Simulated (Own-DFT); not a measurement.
# Computed records: AlGa₃N₄ (wurtzite random alloy, strained, atoms displaced)

All values are calculated (Own-DFT development build). A calculation, not a measurement: plane-wave PBE density functional theory by an unreviewed code, no spin, of a simulated periodic cell, stress positive in tension, free energy of the whole cell less one offset for each atom, forces on such cells passed a denser k mesh, this cell's mesh not checked; offsets are fitted by least squares, one for each functional and potential file, so energies compare only between cells with the same atoms and settings and are not formation energies; the far tail of each file's local potential was reset to the Coulomb form; each entry is a single point on an unrelaxed cell, so the pressure reflects the starting lattice, mostly measured values, from which strain is counted, and rises with the displacements; printed positions are rounded, which can move forces by about a meV/angstrom; the program is a retired in-house code; no spin-orbit coupling.

Settings shared by all entries: functional PBE; potential files PseudoDojo norm-conserving, scalar-relativistic, standard set with the stringent files for Ga; wave cutoff 96 hartree; occupations Gaussian; smearing width 0.01 eV; k mesh 4 x 4 x 3 centred on Gamma.

(1) AlGa₃N₄ (wurtzite random alloy, strained, atoms displaced)

```
AlGa3N4
1.0
      9.2715     0.0000     0.0000
     -4.6358     8.0294     0.0000
      0.0000     0.0000    10.2685
Ga N Ga N Ga Al N Al Ga N Ga N Ga N Al N Ga Al N Ga Al N Ga N Ga N Ga Al N Ga N Al Ga N Ga N Ga N Ga Al N Ga N
2 2 2 2 1 1 2 1 1 2 2 2 2 2 2 2 1 1 2 1 1 2 2 2 2 2 1 1 2 2 2 1 1 2 2 2 2 2 1 1 2 2 2
Direct
  0.10011 0.21589 0.00201
  0.23012 0.10891 0.25086
  0.11088 0.22474 0.18728
  0.21156 0.10397 0.44139
  0.11222 0.22181 0.49825
  0.21663 0.10982 0.75085
  0.11430 0.21188 0.68807
  0.21572 0.11028 0.93457
  0.11089 0.55088 0.99426
  0.22785 0.43858 0.24412
  0.11569 0.55147 0.18564
  0.22531 0.44652 0.43928
  0.10191 0.54715 0.50793
  0.21514 0.44981 0.74850
  0.12105 0.55983 0.69397
  0.22831 0.44490 0.92904
  0.10989 0.88637 0.00293
  0.22165 0.78046 0.24625
  0.10505 0.88903 0.18444
  0.21907 0.77699 0.43829
  0.12036 0.88440 0.49955
  0.21759 0.77382 0.75289
  0.10857 0.89680 0.69306
  0.22014 0.77661 0.93872
  0.44278 0.22858 0.00381
  0.56773 0.11964 0.25308
  0.44798 0.22695 0.19426
  0.56171 0.11027 0.44114
  0.44411 0.22105 0.49928
  0.55788 0.11100 0.75051
  0.44063 0.21769 0.70028
  0.55652 0.11175 0.93709
  0.44025 0.55329 0.00683
  0.54453 0.44057 0.25214
  0.44224 0.56007 0.18078
  0.56228 0.44983 0.43912
  0.44716 0.55797 0.50007
  0.55138 0.43452 0.74843
  0.44053 0.55049 0.68889
  0.55043 0.44033 0.93302
  0.43766 0.87984 0.99664
  0.55761 0.78191 0.24691
  0.44516 0.89337 0.19107
  0.55930 0.79261 0.44268
  0.44079 0.88555 0.49390
  0.55462 0.77444 0.74734
  0.43856 0.89358 0.69855
  0.54732 0.77739 0.92590
  0.76866 0.20688 0.00330
  0.88299 0.11473 0.25043
  0.76528 0.21186 0.18802
  0.88215 0.09721 0.43764
  0.77535 0.22520 0.50240
  0.89009 0.10829 0.75307
  0.78151 0.22765 0.69116
  0.89136 0.11731 0.94236
  0.77717 0.55633 0.99796
  0.88267 0.43854 0.25079
  0.76714 0.54898 0.18904
  0.89104 0.44301 0.43261
  0.78549 0.55617 0.50111
  0.88554 0.44374 0.74805
  0.77582 0.55438 0.68913
  0.88993 0.44858 0.93291
  0.77415 0.89094 0.00258
  0.89043 0.78435 0.24336
  0.76695 0.88323 0.19405
  0.88306 0.77738 0.44400
  0.77908 0.89124 0.49891
  0.88886 0.78144 0.74515
  0.77864 0.88343 0.67863
  0.90068 0.78624 0.93959
```

```
free energy of cell above offsets : -6.077 eV
pressure                          : 18.51 GPa
stress xx                         : -23.28 GPa
stress yy                         : -20.58 GPa
stress zz                         : -11.66 GPa
stress yz                         : -0.51 GPa
stress xz                         : -0.04 GPa
stress xy                         : -0.02 GPa
```

Force:
```
element  x (eV/Å)  y (eV/Å)  z (eV/Å)
     Ga     2.476     1.714    -0.107
     Ga    -1.861    -0.107     0.558
      N     0.315    -0.621     0.569
      N     2.018     0.663    -1.196
     Ga    -1.027    -0.149     0.705
     Ga     1.933     0.066     1.281
      N    -3.332     2.495    -0.957
      N     1.387     0.573     1.988
     Ga     -0.07    -0.061     0.825
     Al    -1.796     1.188     1.317
      N    -0.344    -0.432     0.333
      N     -1.19     0.143    -1.272
     Al     1.498     1.045    -1.194
     Ga     3.916    -2.755     0.349
      N    -3.773    -0.105    -3.184
      N    -0.984    -0.821     1.564
     Ga     1.059     1.286    -0.801
     Ga     0.063    -1.163     0.386
      N     0.194     -0.14     1.144
      N     1.321    -2.556    -0.647
     Ga    -3.413     0.607     1.627
     Ga    -0.744     2.041     0.372
      N     1.682    -2.275    -1.531
      N    -0.387    -0.404     0.105
     Al     0.335    -1.311    -0.922
     Al    -3.015    -2.099     0.792
      N     1.079    -0.279     -1.21
      N    -0.627     1.006    -1.197
     Ga    -0.348     0.055      1.09
     Al    -0.526      0.16     0.624
      N     1.397    -1.091    -2.339
      N    -1.784    -0.057    -0.091
     Ga     0.679     0.333    -3.394
     Al     1.048     1.601     0.244
      N      0.79    -1.206     3.046
      N    -0.549    -0.933    -1.228
     Ga    -0.006     0.713      0.69
     Ga    -0.738     1.578      0.31
      N     0.214     1.183     -0.32
      N     0.232     0.309     1.522
     Ga    -0.125     1.662     0.645
     Ga    -2.051    -1.036     1.965
      N    -0.099     1.137    -0.474
      N     0.995    -2.771    -1.658
     Ga    -0.946     0.762     2.347
     Al    -0.412     0.162    -1.073
      N     2.114    -0.402    -1.619
      N     1.935    -0.364     1.227
     Ga    -0.961     2.574    -0.524
     Ga     1.629    -0.758     0.878
      N     1.295     1.766    -0.505
      N    -1.087     4.515    -0.459
     Al     1.504    -0.824      0.27
     Ga     0.023    -0.159    -0.709
      N    -0.327     -1.73    -1.583
      N    -0.803    -1.872    -1.219
     Ga    -0.266    -0.037     0.146
     Ga     0.643      1.13     -1.36
      N    -0.175     1.169     0.306
      N     0.692    -0.876     1.825
     Ga    -1.001     0.429     0.077
     Ga     0.408     0.888     1.013
      N     0.216     0.168    -0.525
      N     0.069    -1.347     0.876
     Ga      0.25     -1.04    -0.531
     Al    -0.528    -1.754     1.729
      N     2.779     1.468    -1.637
      N     2.006    -0.143    -2.527
     Ga     0.053    -1.459     0.372
     Ga     0.278    -0.822     1.176
      N    -2.356     0.612     2.409
      N    -2.874    -1.241    -0.708
```

(2) AlGa₃N₄ (wurtzite random alloy, strained, atoms displaced)

```
AlGa3N4
1.0
      9.2715     0.0000     0.0000
     -4.6358     8.0294     0.0000
      0.0000     0.0000    10.2685
Ga N Ga N Ga N Al Ga N Ga N Ga N Al Ga N Ga N Ga N Al Ga N Ga N Al Ga N Ga N Ga Al N Al Ga N Al Ga N Al Ga N Al Ga N
2 2 2 2 2 2 1 1 2 2 2 2 2 1 1 2 2 2 2 2 1 1 2 2 2 1 1 2 2 2 1 1 2 1 1 2 1 1 2 1 1 2 1 1 2
Direct
  0.10902 0.22028 0.99534
  0.21345 0.10024 0.24609
  0.10309 0.21614 0.19013
  0.22966 0.11823 0.44941
  0.11803 0.22311 0.49473
  0.21864 0.11001 0.74871
  0.10648 0.21772 0.68392
  0.22559 0.11016 0.93586
  0.10465 0.55399 0.00095
  0.22153 0.44798 0.25418
  0.11021 0.54770 0.17664
  0.22673 0.45492 0.43720
  0.12378 0.55226 0.49367
  0.22448 0.44550 0.75503
  0.10461 0.55017 0.69152
  0.22225 0.44701 0.93674
  0.10251 0.89110 0.99470
  0.21492 0.77916 0.24910
  0.11453 0.88895 0.19371
  0.22599 0.77742 0.44002
  0.10657 0.88957 0.49938
  0.22122 0.78213 0.75553
  0.10583 0.88621 0.69060
  0.21558 0.77640 0.94473
  0.43727 0.21753 0.99943
  0.55527 0.10449 0.25318
  0.44814 0.22258 0.18957
  0.55192 0.10829 0.43723
  0.44809 0.22186 0.49194
  0.56143 0.11707 0.74965
  0.43174 0.21105 0.69471
  0.55837 0.11252 0.93315
  0.43728 0.55319 0.00701
  0.56246 0.45032 0.23876
  0.44604 0.54682 0.19353
  0.56476 0.45296 0.44390
  0.44062 0.56284 0.49876
  0.55590 0.45954 0.74889
  0.43832 0.55445 0.68726
  0.56307 0.44336 0.94269
  0.44389 0.88891 0.98954
  0.55460 0.77521 0.24451
  0.44122 0.88080 0.18851
  0.55117 0.76976 0.44175
  0.44981 0.89652 0.50281
  0.55581 0.77645 0.73873
  0.44250 0.88312 0.68321
  0.55267 0.77313 0.93804
  0.77956 0.22647 0.99862
  0.89414 0.10048 0.24092
  0.78176 0.22085 0.19274
  0.88452 0.10966 0.44018
  0.77032 0.21761 0.50152
  0.88610 0.11489 0.75129
  0.78430 0.22925 0.68644
  0.88672 0.10545 0.94179
  0.76698 0.55198 0.99762
  0.88345 0.43944 0.25297
  0.78570 0.56465 0.19028
  0.89082 0.44873 0.44451
  0.78143 0.54906 0.49894
  0.89782 0.44514 0.75208
  0.77177 0.54725 0.68469
  0.88744 0.44419 0.93964
  0.76526 0.88456 0.99900
  0.89183 0.77804 0.25511
  0.78213 0.89479 0.18491
  0.88378 0.76904 0.45178
  0.77767 0.89738 0.50174
  0.89158 0.77757 0.75042
  0.78469 0.89339 0.69110
  0.88766 0.77993 0.94360
```

```
free energy of cell above offsets : -6.665 eV
pressure                          : 18.53 GPa
stress xx                         : -24.23 GPa
stress yy                         : -21.94 GPa
stress zz                         : -9.41 GPa
stress yz                         : 0.22 GPa
stress xz                         : -0.53 GPa
stress xy                         : -1.04 GPa
```

Force:
```
element  x (eV/Å)  y (eV/Å)  z (eV/Å)
     Ga     0.274     0.268     0.838
     Ga     0.915     3.085     1.522
      N     2.726     1.979    -1.049
      N    -0.428     -1.87    -2.748
     Ga    -2.106     0.602     1.112
     Ga     -0.74    -0.381     0.031
      N    -0.971      0.61     0.869
      N    -0.456     0.645     0.594
     Ga     0.494     0.078    -1.016
     Ga     0.272    -0.947    -0.909
      N    -0.783     0.841     2.974
      N     1.876    -1.767    -0.207
     Al    -4.324     1.704     2.317
     Ga    -0.995    -0.839    -0.992
      N     2.451     1.882     -2.02
      N     -0.08    -0.657     0.711
     Ga     1.299    -0.117      1.46
     Ga       2.6    -1.769      0.75
      N    -1.764    -0.668    -1.935
      N      0.18     -0.06       0.1
     Ga     1.172    -0.345     0.879
     Ga     0.307    -0.919    -0.648
      N     0.963     0.297    -0.517
      N     0.208     0.519     -0.97
     Al     1.597     0.591      0.15
     Ga     0.133      0.19    -0.999
      N    -0.543    -0.746    -1.261
      N      0.72    -0.804      0.21
     Ga    -0.129     1.943     2.147
     Ga    -0.637    -0.386    -0.497
      N     1.808     2.282    -1.486
      N    -1.062     0.292     1.093
     Ga     1.044    -0.137    -0.559
     Ga     1.289    -1.593     2.851
      N    -2.223     1.332    -1.064
      N    -1.264     -0.21    -0.864
     Al      2.29    -1.837     0.564
     Ga     1.408    -2.756      0.45
      N    -0.219      0.34    -1.657
      N    -2.685    -1.219     -0.42
     Ga     -0.23     0.037     1.568
     Ga     0.424     0.036     1.453
      N    -0.575     0.611        -1
      N    -0.006     2.914     -0.27
     Al    -0.391     -1.78    -0.772
     Ga     0.419     0.488     1.513
      N    -0.541     1.212     0.117
      N     0.207    -0.013     -0.68
     Ga     0.028    -0.833     1.183
     Ga    -2.999     2.032     2.746
      N    -0.482    -0.626    -0.875
      N     0.946    -0.109    -0.905
     Ga     0.977     1.245    -0.249
     Al      0.94    -0.394    -0.035
      N     0.142    -1.663     0.441
      N    -0.664     -0.29    -1.461
     Al     2.919     1.608         1
     Ga     0.767     0.561     0.337
      N     0.263    -0.971    -1.976
      N     1.959    -0.488    -0.898
     Al    -1.425       0.7     1.281
     Ga     -2.69     0.001     0.405
      N     0.729     0.898     0.129
      N    -1.415     0.767    -0.202
     Al     1.524     0.337     0.013
     Ga     -0.77     0.429     0.942
      N    -0.116    -3.552    -1.272
      N     -1.33     1.308    -1.574
     Al     0.728    -1.884     0.339
     Ga     -0.89    -1.236      0.32
      N    -0.969     0.675    -0.953
      N    -2.098     -1.47    -0.473
```

(3) AlGa₃N₄ (wurtzite random alloy, strained, atoms displaced)

```
AlGa3N4
1.0
      9.2715     0.0000     0.0000
     -4.6358     8.0294     0.0000
      0.0000     0.0000    10.2685
Al Ga N Al Ga N Ga N Ga N Ga N Al Ga N Ga N Ga N Ga Al N Al Ga N Ga N Al Ga N Ga N Ga N Al N Ga Al N Ga N Ga N
1 1 2 1 1 2 2 2 2 2 2 2 1 1 2 2 2 2 2 1 1 2 1 1 2 2 2 1 1 2 2 2 2 2 2 2 1 1 2 2 2 2 2
Direct
  0.10813 0.22230 0.00016
  0.22103 0.10900 0.25314
  0.11624 0.21517 0.18566
  0.22323 0.10488 0.44295
  0.10684 0.21756 0.50374
  0.21993 0.10554 0.75733
  0.11807 0.22824 0.69013
  0.21144 0.10291 0.94037
  0.11510 0.55362 0.00149
  0.21584 0.44738 0.25776
  0.11178 0.56113 0.18962
  0.23245 0.45008 0.43687
  0.10848 0.55450 0.50369
  0.22319 0.44024 0.74894
  0.12031 0.56099 0.69181
  0.21225 0.44061 0.94067
  0.11562 0.90266 0.99547
  0.21743 0.77840 0.24553
  0.10024 0.88303 0.18574
  0.23336 0.77988 0.43631
  0.11262 0.88652 0.50282
  0.22014 0.77977 0.75487
  0.11069 0.88435 0.68640
  0.22975 0.77924 0.94892
  0.43856 0.21814 0.99993
  0.56074 0.11295 0.24980
  0.44658 0.21777 0.19339
  0.56190 0.12053 0.44699
  0.44535 0.23820 0.50174
  0.55778 0.10560 0.74346
  0.44097 0.22748 0.70085
  0.54601 0.10991 0.92429
  0.44960 0.55680 0.00415
  0.56236 0.45296 0.25367
  0.43755 0.56373 0.19274
  0.56385 0.44430 0.44131
  0.44898 0.56064 0.48672
  0.54765 0.43306 0.75364
  0.44086 0.55368 0.69125
  0.56084 0.45925 0.93873
  0.44911 0.89023 0.00058
  0.55075 0.77455 0.24464
  0.44369 0.89085 0.18654
  0.56129 0.78038 0.43162
  0.44024 0.88452 0.49101
  0.55569 0.76550 0.75352
  0.43615 0.88566 0.69198
  0.55008 0.77359 0.94767
  0.77860 0.22896 0.99041
  0.88844 0.10562 0.24340
  0.77793 0.22374 0.18455
  0.88667 0.10762 0.43269
  0.76258 0.21662 0.49995
  0.88417 0.10540 0.75041
  0.77831 0.21527 0.68849
  0.88134 0.10637 0.93928
  0.77907 0.56216 0.99952
  0.89193 0.43843 0.25746
  0.77416 0.54789 0.19793
  0.89954 0.44759 0.44135
  0.78280 0.56065 0.49724
  0.87640 0.43014 0.74314
  0.77654 0.54782 0.68788
  0.88636 0.43970 0.93232
  0.77730 0.88875 0.01252
  0.88740 0.78545 0.24559
  0.78205 0.89870 0.19081
  0.89870 0.78622 0.43911
  0.77787 0.88900 0.49919
  0.88389 0.77975 0.74994
  0.77475 0.87992 0.68401
  0.88557 0.78264 0.93913
```

```
free energy of cell above offsets : -5.597 eV
pressure                          : 18.89 GPa
stress xx                         : -21.36 GPa
stress yy                         : -24.55 GPa
stress zz                         : -10.77 GPa
stress yz                         : -0.37 GPa
stress xz                         : -0.79 GPa
stress xy                         : -1.1 GPa
```

Force:
```
element  x (eV/Å)  y (eV/Å)  z (eV/Å)
     Al    -0.338    -0.145     0.135
     Ga     0.979    -0.617     0.565
      N    -1.556     1.609    -0.865
      N    -1.291     0.567     0.226
     Al     0.326     0.425    -0.604
     Ga    -0.397     0.049    -1.214
      N    -0.751    -2.583    -1.373
      N    -0.509     4.845    -0.734
     Ga    -1.888     0.616     0.211
     Ga     0.439    -1.033    -1.388
      N     -0.96    -1.968     0.062
      N     -0.49    -1.806      1.57
     Ga     2.108     1.153      0.94
     Ga    -0.881     1.457     1.196
      N    -2.056    -1.737    -0.269
      N     2.541    -1.201    -0.308
     Ga     0.591    -5.271     2.041
     Ga     0.259     0.776     0.728
      N     1.133     1.309    -0.484
      N    -2.511    -0.177    -0.192
     Al     0.979     0.081    -0.232
     Ga     0.524    -0.779     1.044
      N    -1.094      0.55    -0.328
      N    -2.025    -0.043    -1.327
     Ga     0.525     1.025     0.467
     Ga    -0.075    -0.346     0.881
      N    -1.122      1.95    -0.639
      N    -3.814    -3.244    -1.868
     Ga     0.354    -3.058      1.57
     Ga    -1.454     0.059    -0.038
      N      0.89    -3.039    -2.532
      N     0.901     0.319     2.114
     Ga     -2.32    -0.761      0.56
     Al    -1.198    -1.551    -0.299
      N     2.316    -3.054    -0.404
      N    -1.916     2.457    -2.002
     Al     0.531     -0.03     2.106
     Ga     0.255     3.729     0.366
      N     1.247    -0.608    -2.388
      N      1.53    -1.952     0.583
     Ga    -0.507     1.124     0.059
     Ga     0.028     2.324     0.956
      N     0.001     0.341     0.425
      N    -1.238    -0.381     0.725
     Al     1.565     1.363     1.956
     Ga     -1.57     1.578     0.555
      N     1.958    -0.467    -2.252
      N      1.43     0.796     -1.38
     Ga    -0.882    -1.757     1.299
     Ga    -0.224       3.4     1.527
      N     0.841     0.788     0.009
      N     0.458     1.449     0.859
     Ga     4.837     1.935     0.916
     Ga     1.248    -0.194     0.357
      N    -0.236     0.847    -0.788
      N     1.279     0.501    -0.028
     Al     1.115     -0.82     0.426
     Al    -0.591     0.713    -0.903
      N      0.61     0.777    -1.656
      N    -1.768    -1.299    -1.298
     Ga     0.819     0.384     0.888
     Al     1.575     2.208     1.013
      N    -0.167     0.251    -0.036
      N    -1.092     2.724    -0.703
     Ga    -0.703     0.089    -2.128
     Ga     0.522    -1.877     1.592
      N     -0.94    -3.144    -0.272
      N     0.125    -0.452     -0.44
     Ga     0.294     0.117    -0.175
     Ga     1.749    -1.567     0.432
      N      -1.1     1.287     0.115
      N     0.783    -1.011     0.074
```
